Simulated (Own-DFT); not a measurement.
# How strain changes the stress of wurtzite GaN, 96 atoms (Ga48N48)

Calculated results; nothing here was measured. The program, named Own-DFT, is a retired in-house plane-wave density functional code that no person has reviewed. Each row is one single-point run on a periodic cell that was not relaxed, without spin or spin-orbit coupling.

Settings of every run: PBE; PseudoDojo norm-conserving scalar-relativistic files (stringent for Ga); cutoff 96 hartree; 3 x 4 x 3 k mesh centred on Gamma; Gaussian smearing of 0.01 eV.

Known limits: forces on such cells passed a denser k mesh, each cell not checked; stress not checked against mesh or cutoff.

Unstrained cell vectors in Å: (12.756, 0.000, 0.000); (-4.784, 8.285, 0.000); (0.000, 0.000, 10.370). The unstrained cell has measured lattice constants (interpolated for alloys), not those of this functional. That, the random moves and any unrelaxed bonds set the pressure at no strain. Each run strains this cell uniformly, with the atoms carried along. Every atom was also moved at random, by a Gaussian of width 0.05 Å on each axis. Strain is the symmetric tensor, in per cent. Stress is positive in tension, and the pressure is minus a third of its trace.

```
run  e_xx (%)  e_yy (%)  e_zz (%)  e_yz (%)  e_xz (%)  e_xy (%)  s_xx (GPa)  s_yy (GPa)  s_zz (GPa)  s_yz (GPa)  s_xz (GPa)  s_xy (GPa)  P (GPa)  E (meV/atom)
  1     -0.93     -0.94     -0.09      0.87     -0.52      0.47      -12.11      -11.03       -9.56        1.27       -0.82        1.97    10.90          19.9
  2      1.22     -1.40     -1.51     -1.72     -0.13     -0.35       -5.20      -11.61      -13.64       -3.58       -0.52       -1.36    10.15          24.2
  3     -0.68     -0.70     -0.92      1.53     -1.80      0.55      -11.61      -12.07      -13.61        3.46       -4.49        3.38    12.43          44.0
  4     -0.01      0.95      0.97      1.08      1.22     -0.79       -4.72       -2.32       -2.81        1.82        2.86       -2.78     3.28           3.9
  5     -1.40     -1.29     -0.28      1.54      1.15     -1.46      -13.42      -14.30      -11.64        3.32        2.93       -5.49    13.12          34.3
  6     -0.88      0.57     -0.73     -1.74      0.13      0.71      -12.17       -6.14       -9.57       -3.85        0.76        2.89     9.29          18.3
  7     -0.98     -0.78     -1.99     -1.25     -1.86     -0.03      -15.25      -12.98      -18.32       -3.20       -4.12        0.43    15.52          54.4
  8      1.27     -0.85      0.82      0.72     -0.43     -0.14       -1.66       -9.21       -3.45        1.53       -0.97       -1.69     4.77          10.6
  9     -0.18     -0.46      0.26     -0.92      0.10     -1.03       -7.64      -10.48       -6.49       -2.05        0.52       -2.66     8.21          29.0
 10     -0.87      0.33      0.55     -1.69     -1.58      1.48       -9.47       -6.00       -6.22       -2.73       -3.69        3.90     7.23          21.8
 11     -1.78      0.96      0.48     -0.06      0.32     -1.23      -13.60       -4.97       -4.94       -0.18        0.02       -3.73     7.84          14.2
 12      0.24     -0.83      0.66     -1.10      0.76      1.03       -5.46       -9.25       -7.17       -2.39        1.53        3.26     7.29          28.0
 13      1.37      1.06      1.50      0.81      0.01     -0.26       -0.05        1.06        0.25        1.66        0.27       -0.81    -0.42           0.0
 14      1.76      1.02      1.30     -1.90     -0.07     -1.10        0.44       -1.19       -0.16       -4.09       -0.56       -4.26     0.30          22.6
 15     -0.85     -0.85     -1.40      1.24      1.24     -1.35      -13.51      -12.31      -14.57        2.88        2.83       -4.54    13.46          39.0
 16     -1.28      1.57      0.14      1.93      0.68     -1.43           ?           ?           ?           ?           ?           ?        ?             ?
```

E is the free energy for each atom above the lowest run shown.

## Worked fit

Each stress component was fitted by least squares to a constant and the strains of the runs shown, as fractions, with shears doubled. Shear strains stay in the fit of a normal stress only where such slopes are resolved. The slopes, in GPa:

```
stress,at no strain,per e_xx,per e_yy,per e_zz,scatter
s_xx,-7.6,373 ± 16,7 ± 22,174 ± 21,0.58
s_yy,-7.1,114 ± 24,409 ± 33,66 ± 31,0.87
s_zz,-7.6,78 ± 24,130 ± 34,392 ± 31,0.89
```

Each shear stress against twice its own strain: yz 104 ± 5, xz 119 ± 7, xy 169 ± 14 GPa. These are stiffnesses along x, y and z of the frame in which the cell vectors are given, which need not be the crystal's axes. The atoms are held to the strained lattice; where symmetry lets them move under strain, relaxing them would lower some slopes. The table should be nearly symmetric about its diagonal, and what it lacks of that shows the noise. A ninth of its sum, 194 ± 5 GPa, estimates the bulk modulus near the mean pressure of these runs, 8.2 GPa, so it lies above the value at zero pressure.

## Withheld run

Question: what normal stresses and pressure should run 16 give?

The fit gives s_xx = -12.0, s_yy = -2.0, s_zz = -6.0 and P = 6.7 GPa. The calculation gave -10.91, -2.03, -7.03 and P = 6.66 GPa.
